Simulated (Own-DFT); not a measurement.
# Computed records: GaP (zincblende, strained, atoms displaced), SiC (4H silicon carbide, atoms displaced), SiC (2H silicon carbide, atoms displaced), Si3N4 (beta silicon nitride, strained, atoms displaced)

A calculation, not a measurement: plane-wave PBE density functional theory by an unreviewed code, no spin, of a simulated periodic cell, stress positive in tension, free energy of the whole cell less one offset for each atom, forces on such cells passed a denser k mesh, this cell's mesh not checked; offsets are fitted by least squares, one for each functional and potential file, so energies compare only between cells with the same atoms and settings and are not formation energies; the far tail of each file's local potential was reset to the Coulomb form; each entry is a single point on an unrelaxed cell, so the pressure reflects the starting lattice, mostly measured values (interpolated for alloys), from which strain is counted, and rises with the displacements; printed positions are rounded, which can move forces by about a meV/angstrom; the program, named Own-DFT, is a retired in-house code; no spin-orbit coupling. Program: Own-DFT development build.

Common to all runs: functional PBE; potential files PseudoDojo norm-conserving, scalar-relativistic, standard set; wave cutoff 42 hartree; occupations Fermi-Dirac; smearing width 0.1 eV.

(1) 
```cif
# cell vector a (Å): 10.8620 0.0000 0.0000
# cell vector b (Å): 0.0000 10.8620 0.0000
# cell vector c (Å): 0.0000 0.0000 10.9439
data_GaP
_symmetry_space_group_name_H-M 'P 1'
_symmetry_Int_Tables_number 1
_cell_length_a 10.8620
_cell_length_b 10.8620
_cell_length_c 10.9439
_cell_angle_alpha 90.000
_cell_angle_beta 90.000
_cell_angle_gamma 90.000
_cell_volume 1291.19
loop_
_atom_site_label
_atom_site_type_symbol
_atom_site_fract_x
_atom_site_fract_y
_atom_site_fract_z
_atom_site_occupancy
Ga1 Ga 0.98882 0.00070 0.99300 1
Ga2 Ga 0.99338 0.25412 0.24041 1
Ga3 Ga 0.24625 0.00221 0.25252 1
Ga4 Ga 0.24127 0.24681 0.98798 1
P1 P 0.12327 0.12059 0.12685 1
P2 P 0.12191 0.36765 0.36855 1
P3 P 0.37338 0.12255 0.37927 1
P4 P 0.38184 0.36911 0.11947 1
Ga5 Ga 0.00514 0.99590 0.49813 1
Ga6 Ga 0.99368 0.24235 0.74460 1
Ga7 Ga 0.24736 0.99152 0.75231 1
Ga8 Ga 0.25201 0.24566 0.49568 1
P5 P 0.11954 0.12852 0.62924 1
P6 P 0.14307 0.37679 0.86385 1
P7 P 0.36838 0.11912 0.88226 1
P8 P 0.36871 0.38491 0.62245 1
Ga9 Ga 0.00551 0.51426 0.99322 1
Ga10 Ga 0.99199 0.75212 0.25622 1
Ga11 Ga 0.24829 0.49282 0.25684 1
Ga12 Ga 0.24482 0.74959 0.00359 1
P9 P 0.12728 0.62514 0.12994 1
P10 P 0.11986 0.89052 0.37092 1
P11 P 0.36505 0.62818 0.38505 1
P12 P 0.37098 0.88429 0.14191 1
Ga13 Ga 0.99571 0.49643 0.50959 1
Ga14 Ga 0.00111 0.75118 0.74939 1
Ga15 Ga 0.25363 0.50850 0.74855 1
Ga16 Ga 0.24654 0.75549 0.49440 1
P13 P 0.11020 0.63951 0.62534 1
P14 P 0.12893 0.87480 0.86882 1
P15 P 0.37059 0.62605 0.86603 1
P16 P 0.36975 0.86766 0.62215 1
Ga17 Ga 0.49489 0.00526 0.99718 1
Ga18 Ga 0.49936 0.24449 0.23920 1
Ga19 Ga 0.75217 0.00214 0.23933 1
Ga20 Ga 0.75800 0.23970 0.00118 1
P17 P 0.63254 0.12635 0.12443 1
P18 P 0.61452 0.37281 0.36497 1
P19 P 0.86509 0.12535 0.37317 1
P20 P 0.87376 0.37696 0.13225 1
Ga21 Ga 0.49785 0.00728 0.49384 1
Ga22 Ga 0.50256 0.24891 0.74013 1
Ga23 Ga 0.76156 0.00960 0.75384 1
Ga24 Ga 0.74558 0.25068 0.49375 1
P21 P 0.61919 0.13119 0.63885 1
P22 P 0.62370 0.37402 0.87588 1
P23 P 0.88876 0.11839 0.88087 1
P24 P 0.87881 0.37022 0.62916 1
Ga25 Ga 0.48625 0.50065 0.99638 1
Ga26 Ga 0.50214 0.74279 0.26023 1
Ga27 Ga 0.75507 0.48891 0.23970 1
Ga28 Ga 0.75975 0.74696 0.00312 1
P25 P 0.61388 0.61928 0.12884 1
P26 P 0.61055 0.88968 0.37345 1
P27 P 0.87263 0.62956 0.38221 1
P28 P 0.88264 0.86569 0.13009 1
Ga29 Ga 0.50834 0.50441 0.50121 1
Ga30 Ga 0.49403 0.72900 0.74281 1
Ga31 Ga 0.74953 0.49545 0.76044 1
Ga32 Ga 0.75142 0.74383 0.50130 1
P29 P 0.63550 0.62347 0.62111 1
P30 P 0.62836 0.86773 0.88255 1
P31 P 0.85234 0.64430 0.88692 1
P32 P 0.87048 0.89545 0.61806 1
_calc_hardware 'one NVIDIA H100'
_calc_k_mesh '3 x 3 x 3 centred on Gamma'
_calc_free_energy_of_cell_above_offsets '-28.613'  # eV
_calc_pressure 4.57  # GPa
_calc_stress_xx -4.57  # GPa
_calc_stress_yy -4.73  # GPa
_calc_stress_zz -4.42  # GPa
_calc_stress_yz -0.66  # GPa
_calc_stress_xz 1.47  # GPa
_calc_stress_xy 1.66  # GPa
_calc_wall_time 583.4  # s
```

Force:
```
element  x (eV/Å)  y (eV/Å)  z (eV/Å)
     Ga     2.953    -2.474     2.388
     Ga     0.534    -1.346     1.109
     Ga     0.078     0.786     0.129
     Ga      0.57    -0.161     1.752
      P    -0.646     0.677    -0.898
      P    -0.392       0.3     1.114
      P    -0.096     0.783    -1.272
      P    -1.898     0.009     0.145
     Ga    -0.824     1.872      0.28
     Ga     1.039     0.911     1.021
     Ga     0.741     1.032    -0.916
     Ga    -0.642     0.768     0.702
      P     1.253    -1.032    -0.878
      P    -2.819     0.241     0.194
      P     0.351     0.619    -1.847
      P     0.872    -0.806    -0.405
     Ga     -0.44    -0.815    -0.082
     Ga     1.567     -0.63     0.617
     Ga     0.725     0.209    -0.644
     Ga      0.75     0.836     0.189
      P    -0.267     0.042     0.396
      P     0.377     -2.14    -0.076
      P     0.916    -1.022    -0.827
      P     0.939    -1.521    -1.754
     Ga     0.713     0.304    -0.911
     Ga    -1.972     1.468     0.859
     Ga    -0.991     0.168    -1.334
     Ga    -1.186     0.544      0.34
      P     1.713    -1.847    -0.904
      P    -1.328    -0.585     1.453
      P    -0.181     0.179     2.012
      P     0.897     0.768     0.225
     Ga     0.841    -1.156     0.967
     Ga    -0.103    -0.209      0.81
     Ga     -0.08    -0.849     0.992
     Ga    -0.256     1.301    -0.232
      P    -0.936     -0.46    -0.806
      P     0.858     0.301     0.667
      P     1.265     -0.12    -0.136
      P     1.229    -0.376    -3.269
     Ga    -0.126    -0.282     2.187
     Ga    -2.259      1.72     2.023
     Ga    -1.694    -0.725     0.327
     Ga    -0.631     0.237      0.57
      P     1.816    -1.756    -2.402
      P    -0.213    -0.601     0.506
      P    -2.099     2.472     -1.53
      P    -1.451     0.329    -0.078
     Ga     1.039     0.076    -0.194
     Ga    -0.842     0.729    -0.132
     Ga    -2.018     1.943     1.939
     Ga    -4.248      3.12     4.314
      P     1.058     0.207    -0.509
      P     2.226    -1.712    -0.503
      P     0.213    -1.544    -0.986
      P    -1.131     1.441    -1.047
     Ga    -0.829    -0.406    -0.412
     Ga     1.263     2.026     -0.32
     Ga     0.315      0.39    -0.518
     Ga    -0.484     2.541    -0.184
      P    -0.462    -0.699     0.958
      P    -0.513     0.649    -0.927
      P     4.814      -4.5    -4.722
      P     0.131    -2.222     0.472
```

(2) 
```cif
# cell vector a (Å): 6.1654 0.0000 0.0000
# cell vector b (Å): -3.0827 5.3394 0.0000
# cell vector c (Å): 0.0000 0.0000 10.0681
data_SiC
_symmetry_space_group_name_H-M 'P 1'
_symmetry_Int_Tables_number 1
_cell_length_a 6.1654
_cell_length_b 6.1654
_cell_length_c 10.0681
_cell_angle_alpha 90.000
_cell_angle_beta 90.000
_cell_angle_gamma 120.000
_cell_volume 331.44
loop_
_atom_site_label
_atom_site_type_symbol
_atom_site_fract_x
_atom_site_fract_y
_atom_site_fract_z
_atom_site_occupancy
Si1 Si 0.99535 0.99470 0.39629 1
Si2 Si 0.16946 0.35721 0.14295 1
C1 C 0.99567 0.99002 0.10434 1
C2 C 0.14900 0.31854 0.34492 1
Si3 Si 0.00889 0.50348 0.41593 1
Si4 Si 0.17229 0.83629 0.16996 1
C3 C 0.03951 0.52253 0.08218 1
C4 C 0.14409 0.79382 0.34651 1
Si5 Si 0.53748 0.03321 0.40138 1
Si6 Si 0.64615 0.32987 0.13123 1
C5 C 0.47705 0.99341 0.08578 1
C6 C 0.65751 0.29734 0.34307 1
Si7 Si 0.49927 0.48749 0.40882 1
Si8 Si 0.63628 0.80005 0.14683 1
C7 C 0.49651 0.50957 0.08693 1
C8 C 0.68132 0.85478 0.34881 1
Si9 Si 0.97981 0.99109 0.89327 1
Si10 Si 0.81485 0.66775 0.66588 1
C9 C 0.97398 0.02071 0.58866 1
C10 C 0.84190 0.66326 0.83041 1
Si11 Si 0.99277 0.49727 0.90363 1
Si12 Si 0.83506 0.15843 0.65242 1
C11 C 0.94924 0.48490 0.57460 1
C12 C 0.80811 0.14033 0.83161 1
Si13 Si 0.53436 0.02173 0.90754 1
Si14 Si 0.34808 0.66180 0.66858 1
C13 C 0.51131 0.01422 0.58636 1
C14 C 0.32185 0.65573 0.84158 1
Si15 Si 0.49250 0.49610 0.91556 1
Si16 Si 0.36843 0.20343 0.65162 1
C15 C 0.48780 0.48914 0.59775 1
C16 C 0.34461 0.16676 0.83226 1
_calc_hardware 'one NVIDIA H100'
_calc_k_mesh '5 x 5 x 3 centred on Gamma'
_calc_free_energy_of_cell_above_offsets '8.267'  # eV
_calc_pressure 14.93  # GPa
_calc_stress_xx -9.79  # GPa
_calc_stress_yy -17.21  # GPa
_calc_stress_zz -17.79  # GPa
_calc_stress_yz 4.34  # GPa
_calc_stress_xz 2.93  # GPa
_calc_stress_xy 2.52  # GPa
_calc_wall_time 122.6  # s
```

Force:
```
element  x (eV/Å)  y (eV/Å)  z (eV/Å)
     Si     1.715    -0.239     2.059
     Si     1.297    -5.325     3.962
      C    -1.318     0.806    -2.683
      C     2.073     2.655    -1.372
     Si     0.313    -3.296    -4.924
     Si    -1.486    -0.511    -2.114
      C    -5.506    -0.025    -0.221
      C     0.417      5.39    -0.669
     Si    -1.355       -12     4.815
     Si     3.416    -0.336     4.148
      C     2.274     0.478     0.448
      C     -2.17     12.82    -5.747
     Si    -0.606     0.738    -0.986
     Si     1.335     8.086     3.949
      C     0.486    -3.912     0.523
      C    -1.402    -4.862    -2.626
     Si     3.684     0.375     1.898
     Si      1.34     0.859    -7.106
      C     8.137    -4.339    -1.721
      C    -1.464    -0.428     6.137
     Si     1.201     0.312    -1.468
     Si    -6.026     4.005    -0.356
      C     1.344     0.922     8.741
      C     4.119     3.889     0.756
     Si    -7.121    -4.272    -0.369
     Si    -3.019      1.58    -4.275
      C    -0.983    -1.613     1.205
      C      1.15     0.682     2.349
     Si     0.039    -0.488    -6.027
     Si    -0.957    -8.118     1.204
      C    -0.079     5.753    -2.435
      C    -0.846     0.407     2.904
```

(3) 
```cif
# cell vector a (Å): 9.2481 0.0000 0.0000
# cell vector b (Å): -4.6241 8.0091 0.0000
# cell vector c (Å): 0.0000 0.0000 10.0681
data_SiC
_symmetry_space_group_name_H-M 'P 1'
_symmetry_Int_Tables_number 1
_cell_length_a 9.2481
_cell_length_b 9.2481
_cell_length_c 10.0681
_cell_angle_alpha 90.000
_cell_angle_beta 90.000
_cell_angle_gamma 120.000
_cell_volume 745.73
loop_
_atom_site_label
_atom_site_type_symbol
_atom_site_fract_x
_atom_site_fract_y
_atom_site_fract_z
_atom_site_occupancy
Si1 Si 0.99833 0.00021 0.00106 1
Si2 Si 0.10037 0.21828 0.24822 1
C1 C 0.00511 0.01045 0.18823 1
C2 C 0.10824 0.21893 0.43316 1
Si3 Si 0.99901 0.00134 0.50256 1
Si4 Si 0.11308 0.22147 0.74407 1
C3 C 0.00293 0.00597 0.69192 1
C4 C 0.11334 0.22790 0.93493 1
Si5 Si 0.00123 0.32977 0.00652 1
Si6 Si 0.10899 0.54705 0.24040 1
C5 C 0.99507 0.33805 0.19175 1
C6 C 0.12084 0.56375 0.43311 1
Si7 Si 0.00244 0.33464 0.49819 1
Si8 Si 0.11588 0.56206 0.75150 1
C7 C 0.00880 0.34552 0.68258 1
C8 C 0.10452 0.55894 0.94247 1
Si9 Si 0.99872 0.66753 0.00759 1
Si10 Si 0.11044 0.88730 0.25587 1
C9 C 0.01731 0.66493 0.18248 1
C10 C 0.10608 0.89024 0.43405 1
Si11 Si 0.99387 0.66288 0.50113 1
Si12 Si 0.10375 0.88722 0.75224 1
C11 C 0.99504 0.65505 0.68506 1
C12 C 0.10446 0.89262 0.92998 1
Si13 Si 0.33515 0.00546 0.01303 1
Si14 Si 0.44825 0.22673 0.25693 1
C13 C 0.33841 0.98739 0.19289 1
C14 C 0.44923 0.23025 0.44615 1
Si15 Si 0.33626 0.00940 0.49505 1
Si16 Si 0.43823 0.22914 0.75076 1
C15 C 0.33560 0.00875 0.68700 1
C16 C 0.44219 0.23136 0.93463 1
Si17 Si 0.34266 0.34855 0.99514 1
Si18 Si 0.43811 0.54940 0.24700 1
C17 C 0.33572 0.34196 0.18299 1
C18 C 0.44391 0.55417 0.43500 1
Si19 Si 0.33174 0.32512 0.49486 1
Si20 Si 0.43792 0.55828 0.74940 1
C19 C 0.32942 0.33572 0.68157 1
C20 C 0.45239 0.57769 0.93561 1
Si21 Si 0.33928 0.67185 0.99980 1
Si22 Si 0.43745 0.87206 0.24346 1
C21 C 0.33713 0.67070 0.18664 1
C22 C 0.44122 0.88404 0.42832 1
Si23 Si 0.34072 0.66368 0.51064 1
Si24 Si 0.43941 0.90226 0.75631 1
C23 C 0.33797 0.67612 0.68639 1
C24 C 0.44156 0.87718 0.94308 1
Si25 Si 0.67837 0.98814 0.01470 1
Si26 Si 0.77610 0.21875 0.24911 1
C25 C 0.65426 0.99177 0.18893 1
C26 C 0.78071 0.22768 0.44018 1
Si27 Si 0.67732 0.00774 0.50308 1
Si28 Si 0.78383 0.22611 0.75843 1
C27 C 0.66114 0.99173 0.67305 1
C28 C 0.76473 0.21752 0.92824 1
Si29 Si 0.67196 0.33725 0.99201 1
Si30 Si 0.77891 0.56302 0.24991 1
C29 C 0.67211 0.33674 0.18851 1
C30 C 0.77631 0.56190 0.43442 1
Si31 Si 0.65764 0.33114 0.48946 1
Si32 Si 0.77984 0.55659 0.75961 1
C31 C 0.66973 0.33613 0.68557 1
C32 C 0.79362 0.56067 0.93886 1
Si33 Si 0.66342 0.66888 0.00073 1
Si34 Si 0.78374 0.88563 0.24696 1
C33 C 0.67372 0.67047 0.18806 1
C34 C 0.78478 0.89209 0.44617 1
Si35 Si 0.67059 0.66926 0.50836 1
Si36 Si 0.77011 0.88911 0.75254 1
C35 C 0.65336 0.65132 0.68985 1
C36 C 0.78410 0.88809 0.93293 1
_calc_hardware 'one NVIDIA H100'
_calc_k_mesh '4 x 4 x 3 centred on Gamma'
_calc_free_energy_of_cell_above_offsets '-4.318'  # eV
_calc_pressure 5.67  # GPa
_calc_stress_xx -3.6  # GPa
_calc_stress_yy -3.85  # GPa
_calc_stress_zz -9.55  # GPa
_calc_stress_yz -0.74  # GPa
_calc_stress_xz 0.04  # GPa
_calc_stress_xy 0.92  # GPa
_calc_wall_time 366.6  # s
```

Force:
```
element  x (eV/Å)  y (eV/Å)  z (eV/Å)
     Si     1.167     1.095    -0.998
     Si     1.345     2.341     0.429
      C     0.324    -2.618     -0.92
      C       0.3     0.156     0.478
     Si     0.661      0.09     0.102
     Si    -1.315     1.464     0.861
      C    -0.845    -1.686    -0.938
      C     0.295    -0.191      0.52
     Si    -1.427     1.018    -2.178
     Si     1.305     2.797      2.99
      C     1.042    -3.053    -1.281
      C    -0.659    -1.258     0.381
     Si    -0.256     1.548    -0.259
     Si     0.064    -0.634     0.142
      C     0.113    -1.703     1.335
      C     2.101      -0.7    -0.498
     Si     1.217     1.588    -2.105
     Si     0.956    -0.106    -1.763
      C    -3.861     1.327     2.079
      C     0.563     0.192      1.99
     Si     1.451     0.192    -0.934
     Si      1.13    -0.062    -1.827
      C    -0.823     2.331     0.757
      C     1.545    -0.372     3.378
     Si    -0.049    -0.627    -2.846
     Si     0.119    -0.592    -1.773
      C    -2.914     2.682     0.441
      C    -1.185    -2.006    -2.733
     Si     0.932     -2.77     0.569
     Si     1.794    -0.026    -1.006
      C    -1.404    -0.438     -0.06
      C     1.072    -0.386     1.198
     Si    -0.996    -0.787     0.274
     Si     0.462     2.342     1.255
      C     0.029     -2.35     0.426
      C     0.844    -0.371     0.631
     Si    -2.059     2.506     0.664
     Si     0.253    -0.081    -0.373
      C     0.148      0.21     0.741
      C     0.878    -3.005    -0.305
     Si    -2.552    -1.581     0.784
     Si     0.169     2.388     2.851
      C     0.379     -3.99    -1.449
      C     0.658      0.99     1.974
     Si    -1.643     1.102    -3.664
     Si     2.262    -1.183        -1
      C    -0.627     0.002     2.254
      C    -0.374     4.244      -0.6
     Si    -3.323     1.361    -3.862
     Si    -0.982         0     0.916
      C     2.912     0.893      1.21
      C    -0.193    -0.491    -1.153
     Si    -1.665    -1.103    -3.544
     Si    -0.358    -0.294    -5.246
      C    -0.407       1.3       5.7
      C     2.442    -0.959     4.769
     Si    -1.119    -0.321     1.248
     Si     2.043    -1.008    -0.307
      C    -0.745    -0.119     -0.35
      C     0.354    -0.819      0.32
     Si     3.529     2.422     3.004
     Si    -0.129    -0.904    -2.597
      C    -0.653     -0.38     0.565
      C    -3.265    -0.651     0.901
     Si     2.232     0.041    -0.359
     Si    -1.411      0.98       2.1
      C    -1.249    -0.526    -0.858
      C    -0.878    -0.595    -1.671
     Si    -0.955    -0.475    -1.528
     Si     0.575    -0.452    -2.104
      C      1.29     2.128     1.103
      C    -0.634    -0.054     1.745
```

(4) 
```cif
# cell vector a (Å): 6.1654 0.0000 0.0000
# cell vector b (Å): -3.0827 5.3394 0.0000
# cell vector c (Å): 0.0000 0.0000 10.0681
data_SiC
_symmetry_space_group_name_H-M 'P 1'
_symmetry_Int_Tables_number 1
_cell_length_a 6.1654
_cell_length_b 6.1654
_cell_length_c 10.0681
_cell_angle_alpha 90.000
_cell_angle_beta 90.000
_cell_angle_gamma 120.000
_cell_volume 331.44
loop_
_atom_site_label
_atom_site_type_symbol
_atom_site_fract_x
_atom_site_fract_y
_atom_site_fract_z
_atom_site_occupancy
Si1 Si 0.97972 0.99421 0.38697 1
Si2 Si 0.16215 0.34187 0.16213 1
C1 C 0.96282 0.98951 0.08486 1
C2 C 0.17850 0.33109 0.34172 1
Si3 Si 0.99416 0.49654 0.39442 1
Si4 Si 0.15554 0.80118 0.16895 1
C3 C 0.03874 0.51596 0.08355 1
C4 C 0.17229 0.84071 0.35792 1
Si5 Si 0.51632 0.99163 0.42451 1
Si6 Si 0.70174 0.33837 0.17087 1
C5 C 0.44637 0.98917 0.09701 1
C6 C 0.65485 0.30558 0.32767 1
Si7 Si 0.47807 0.48466 0.40960 1
Si8 Si 0.64552 0.84504 0.14853 1
C7 C 0.48203 0.48084 0.08535 1
C8 C 0.68865 0.85324 0.34965 1
Si9 Si 0.01184 0.00805 0.90942 1
Si10 Si 0.84511 0.66831 0.66181 1
C9 C 0.98701 0.00558 0.59472 1
C10 C 0.81571 0.64335 0.83218 1
Si11 Si 0.01413 0.48983 0.90451 1
Si12 Si 0.82483 0.15146 0.64137 1
C11 C 0.03736 0.53049 0.59287 1
C12 C 0.86444 0.17347 0.85846 1
Si13 Si 0.47051 0.00015 0.90755 1
Si14 Si 0.32581 0.66022 0.64721 1
C13 C 0.46204 0.98181 0.60214 1
C14 C 0.33381 0.69461 0.84599 1
Si15 Si 0.48740 0.49953 0.90064 1
Si16 Si 0.31534 0.12839 0.66080 1
C15 C 0.50002 0.50950 0.59770 1
C16 C 0.35540 0.16384 0.84392 1
_calc_hardware 'one NVIDIA H100'
_calc_k_mesh '5 x 5 x 3 centred on Gamma'
_calc_free_energy_of_cell_above_offsets '7.215'  # eV
_calc_pressure 12.59  # GPa
_calc_stress_xx -14.28  # GPa
_calc_stress_yy -10.1  # GPa
_calc_stress_zz -13.41  # GPa
_calc_stress_yz 0.34  # GPa
_calc_stress_xz -0.71  # GPa
_calc_stress_xy 0.74  # GPa
_calc_wall_time 124.7  # s
```

Force:
```
element  x (eV/Å)  y (eV/Å)  z (eV/Å)
     Si     7.451     2.898     4.537
     Si     3.085    -2.504    -2.865
      C     2.067     0.652     3.448
      C    -3.348    -0.254    -0.264
     Si     0.462     0.547     2.844
     Si    -3.093     3.658      0.05
      C    -3.177    -2.266     2.517
      C     0.248    -1.339    -1.946
     Si     -2.63     0.432    -3.135
     Si    -3.283    -0.574    -10.58
      C     4.713     2.607    -0.744
      C    -0.367     1.276      10.3
     Si     3.676     2.014     0.573
     Si    -0.064    -2.051    -0.274
      C      1.31     1.596     2.123
      C    -6.665    -5.607    -2.797
     Si     0.821    -2.712    -1.158
     Si    -1.316    -0.032     -3.21
      C     2.996    -2.134    -1.862
      C     1.179      1.32     4.412
     Si    -2.558     1.949    -1.275
     Si    -1.592     3.303     4.282
      C    -6.737    -5.626    -3.115
      C    -3.503    -1.335    -3.122
     Si     6.716     -0.69     3.744
     Si     4.037     0.861     4.523
      C     5.871     1.103    -2.397
      C     1.628    -3.504    -2.207
     Si      1.13     0.829     0.184
     Si    -4.498     5.085     0.686
      C     1.888    -2.285    -1.126
      C    -6.449     2.783    -2.144
```

(5) 
```cif
# cell vector a (Å): 7.7106 0.1196 -0.0059
# cell vector b (Å): -3.7517 6.5774 -0.0876
# cell vector c (Å): -0.0068 -0.1200 8.8033
data_Si3N4
_symmetry_space_group_name_H-M 'P 1'
_symmetry_Int_Tables_number 1
_cell_length_a 7.7115
_cell_length_b 7.5727
_cell_length_c 8.8041
_cell_angle_alpha 91.319
_cell_angle_beta 90.100
_cell_angle_gamma 118.809
_cell_volume 450.33
loop_
_atom_site_label
_atom_site_type_symbol
_atom_site_fract_x
_atom_site_fract_y
_atom_site_fract_z
_atom_site_occupancy
Si1 Si 0.17131 0.77523 0.07074 1
Si2 Si 0.23090 0.40584 0.08661 1
Si3 Si 0.59304 0.81858 0.07981 1
Si4 Si 0.82623 0.21937 0.24400 1
Si5 Si 0.76571 0.58588 0.25481 1
Si6 Si 0.40694 0.17065 0.25193 1
N1 N 0.33080 0.02983 0.08625 1
N2 N 0.97768 0.29076 0.08705 1
N3 N 0.69000 0.66457 0.07992 1
N4 N 0.66561 0.96686 0.24588 1
N5 N 0.03437 0.69578 0.24529 1
N6 N 0.29739 0.33253 0.25306 1
N7 N 0.32574 0.66576 0.09036 1
N8 N 0.67301 0.32454 0.24284 1
Si7 Si 0.16684 0.76420 0.42336 1
Si8 Si 0.23237 0.42200 0.42948 1
Si9 Si 0.59191 0.83120 0.41776 1
Si10 Si 0.81317 0.23067 0.57549 1
Si11 Si 0.76773 0.59237 0.58203 1
Si12 Si 0.41640 0.17343 0.57576 1
N9 N 0.34296 0.04019 0.42111 1
N10 N 0.97361 0.28872 0.41812 1
N11 N 0.70478 0.67011 0.41490 1
N12 N 0.66681 0.97192 0.58051 1
N13 N 0.03229 0.69844 0.58165 1
N14 N 0.29995 0.32685 0.58435 1
N15 N 0.33762 0.67389 0.42284 1
N16 N 0.66823 0.32921 0.58866 1
Si13 Si 0.17412 0.77598 0.75275 1
Si14 Si 0.24339 0.40191 0.75193 1
Si15 Si 0.61523 0.84014 0.75103 1
Si16 Si 0.83116 0.23352 0.91801 1
Si17 Si 0.76895 0.59112 0.91845 1
Si18 Si 0.40415 0.17668 0.91441 1
N17 N 0.33059 0.03400 0.74418 1
N18 N 0.95986 0.28116 0.76079 1
N19 N 0.69576 0.67309 0.75937 1
N20 N 0.66156 0.95261 0.91187 1
N21 N 0.03030 0.69643 0.91358 1
N22 N 0.29940 0.33098 0.91330 1
N23 N 0.32924 0.65596 0.74341 1
N24 N 0.67313 0.33621 0.92435 1
_calc_k_mesh '3 x 3 x 3 centred on Gamma'
_calc_free_energy_of_cell_above_offsets '-3.972'  # eV
_calc_pressure 0.6  # GPa
_calc_stress_xx 2.34  # GPa
_calc_stress_yy -1.8  # GPa
_calc_stress_zz -2.34  # GPa
_calc_stress_yz -4.74  # GPa
_calc_stress_xz 0.69  # GPa
_calc_stress_xy 5.77  # GPa
```

Force:
```
element  x (eV/Å)  y (eV/Å)  z (eV/Å)
     Si     1.724    -1.012     3.768
     Si     0.464     0.585     0.133
     Si     -2.79    -0.085    -0.109
     Si     1.167     1.169     1.088
     Si     1.179     0.437    -2.636
     Si    -0.347      1.58      0.12
      N     -0.27      0.68    -2.038
      N    -1.487    -0.813    -0.908
      N     2.535    -1.243     1.482
      N      0.18    -0.919     0.914
      N    -1.417     0.183     0.683
      N     1.055    -0.181     0.792
      N      0.98     0.625    -0.824
      N    -1.708     0.429     0.822
     Si     1.222     1.576    -2.961
     Si     1.311    -2.754    -1.732
     Si     0.383    -1.087     -1.53
     Si     5.461    -0.492     2.033
     Si    -0.105     0.685     1.152
     Si    -1.869     1.562     3.445
      N     -0.29     -3.46    -3.109
      N     -1.56     0.121     0.021
      N     -1.08     0.349     1.301
      N      0.23    -0.005     0.806
      N     -1.92     -0.49     1.317
      N     1.023    -0.083    -0.414
      N    -0.554     0.833    -0.125
      N    -2.543     2.233    -0.397
     Si     2.407    -1.563    -1.261
     Si    -3.608     0.471    -0.776
     Si    -3.496    -3.021    -3.333
     Si    -0.262    -1.623     1.276
     Si    -0.338     0.544     0.013
     Si     1.476     0.146     0.966
      N     0.235     0.006      0.54
      N     1.623     1.233    -3.598
      N     3.239    -1.858    -2.496
      N    -0.338     4.473     4.367
      N    -1.481     0.114     -0.97
      N      0.99    -0.577     2.273
      N    -0.369     2.611     0.465
      N    -1.053    -1.376     -0.56
```
